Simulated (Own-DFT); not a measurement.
# Energy and forces against displacement in zincblende GaP, 64 atoms (Ga32P32)

All numbers below are calculated, not measured. They come from Own-DFT, an in-house plane-wave density functional program, since retired, whose code no person has reviewed. Each row is one single-point run on a periodic cell that was not relaxed, without spin or spin-orbit coupling.

Settings of every run: PBE; PseudoDojo norm-conserving scalar-relativistic files; cutoff 42 hartree; 3 x 3 x 3 k mesh centred on Gamma; Fermi-Dirac smearing of 0.1 eV.

Known limits, some of them of some rows only: some atoms lie very close together; forces on such cells passed a denser k mesh, each cell not checked; stress not checked against mesh or cutoff.

Cell vectors in Å: (10.901, 0.000, 0.000); (0.000, 10.901, 0.000); (0.000, 0.000, 10.901). In each run every atom was moved at random and independently from its ideal site; u is the rms move along one axis. E is the free energy for each atom above the fitted value at u = 0, and F the rms of the force components.

| run | u (Å) | E (meV/atom) | F (eV/Å) | largest force (eV/Å) | P (GPa) |
|---|---|---|---|---|---|
| 1 | 0.0186 | 5.2 | 0.272 | 0.91 | 2.72 |
| 2 | 0.0197 | ? | ? | ? | ? |
| 3 | 0.0198 | 5.4 | 0.274 | 0.77 | 2.71 |
| 4 | 0.0487 | 36.7 | 0.652 | 2.57 | 3.12 |
| 5 | 0.0507 | 36.0 | 0.647 | 2.57 | 3.12 |
| 6 | 0.0512 | 40.4 | 0.673 | 1.87 | 3.16 |
| 7 | 0.0975 | 130.9 | 1.287 | 5.37 | 4.43 |
| 8 | 0.0995 | 147.9 | 1.295 | 4.50 | 4.58 |
| 9 | 0.1531 | 414.8 | 2.482 | 9.43 | 8.69 |
| 10 | 0.1926 | 713.6 | 4.086 | 18.75 | 13.68 |

## Worked fit

For small independent moves the energy grows as E = (3/2) K u², with K the mean stiffness felt by one atom. The runs with u up to 0.11 Å give K = 9.8 ± 0.3 eV/Å², with residuals divided by u² + 0.0006 Å², since the noise grows with the moves. The scatter is 2.0 meV/atom at u = 0.05 Å. The forces follow F² = F0² + G² u², fitted to F/u, with G = 13.0 eV/Å² and F0 = 0.11 eV/Å. F0 is the force that atoms already bear on their ideal sites. G exceeds K because the moves of its neighbours add to the force on an atom, and stiffness differs between atoms. At u = 0.193 Å the parabola gives 544 meV/atom and the run 714. The pressure follows P = 2.65 + 192 u² GPa: at fixed volume, shortened bonds push harder than stretched ones pull.

## Withheld run

Question: what energy and rms force should run 2 give?

The fit gives 6 ± 1 meV/atom and about 0.28 eV/Å. The calculation gave 5.8 meV/atom and 0.281 eV/Å.
